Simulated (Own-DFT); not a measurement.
# Which arrangement is lower? C34N2Si36, 72 atoms

All numbers below are calculated, not measured. They come from Own-DFT, an in-house plane-wave density functional program, since retired, whose code no person has reviewed. Each row is one single-point run on a periodic cell that was not relaxed, without spin or spin-orbit coupling.

Settings of every run: PBE; PseudoDojo norm-conserving scalar-relativistic files; cutoff 42 hartree; 4 x 4 x 3 k mesh centred on Gamma; Fermi-Dirac smearing of 0.1 eV.

Known limits: not probed for a lower state with spin; forces on such cells passed a denser k mesh, each cell not checked; stress not checked against mesh or cutoff.

All cells hold the same atoms in the same cell, with vectors in Å (9.248, 0.000, 0.000); (-4.624, 8.009, 0.000); (0.000, 0.000, 10.068). Every atom was moved at random from its ideal site; u is the rms move along one axis. The defect's site can differ from row to row. E is the free energy of the cell above the lowest run. The arrangements:

- A: 4H SiC, with two N on a C site each, 3.1 Å apart
- B: 2H SiC, with two N on a C site each, 3.1 Å apart

| arrangement | u (Å) | E (eV) | P (GPa) |
|---|---|---|---|
| A | 0.0297 | 0.000 | 2.61 |
| A | 0.0302 | 0.026 | 2.82 |
| A | 0.0321 | 0.081 | 2.74 |
| A | 0.0483 | 4.167 | 4.44 |
| A | 0.0489 | 3.056 | 3.72 |
| A | 0.0517 | 5.157 | 4.49 |
| B | 0.0285 | 0.596 | 2.77 |
| B | 0.0301 | 0.786 | 2.89 |
| B | 0.0314 | 0.845 | 3.03 |
| B | 0.0480 | 4.670 | 4.36 |
| B | 0.0485 | 5.335 | 4.83 |
| B | 0.0495 | 4.812 | 4.32 |

Question: once the cost of the random moves is taken out, how do the arrangements rank?

## Worked answer

Fit E = a + b u², with one b for all and one a for each arrangement, and with residuals divided by u², since the noise grows with the moves. Then b = 2735 eV/Å², the scatter at u = 0.04 Å is 0.33 eV, and against A:

- B: 0.85 ± 0.14 eV (higher)

These are energies of unrelaxed cells. Relaxing the atoms lowers the strained arrangements most, so the gaps would shrink and small ones could change sign.
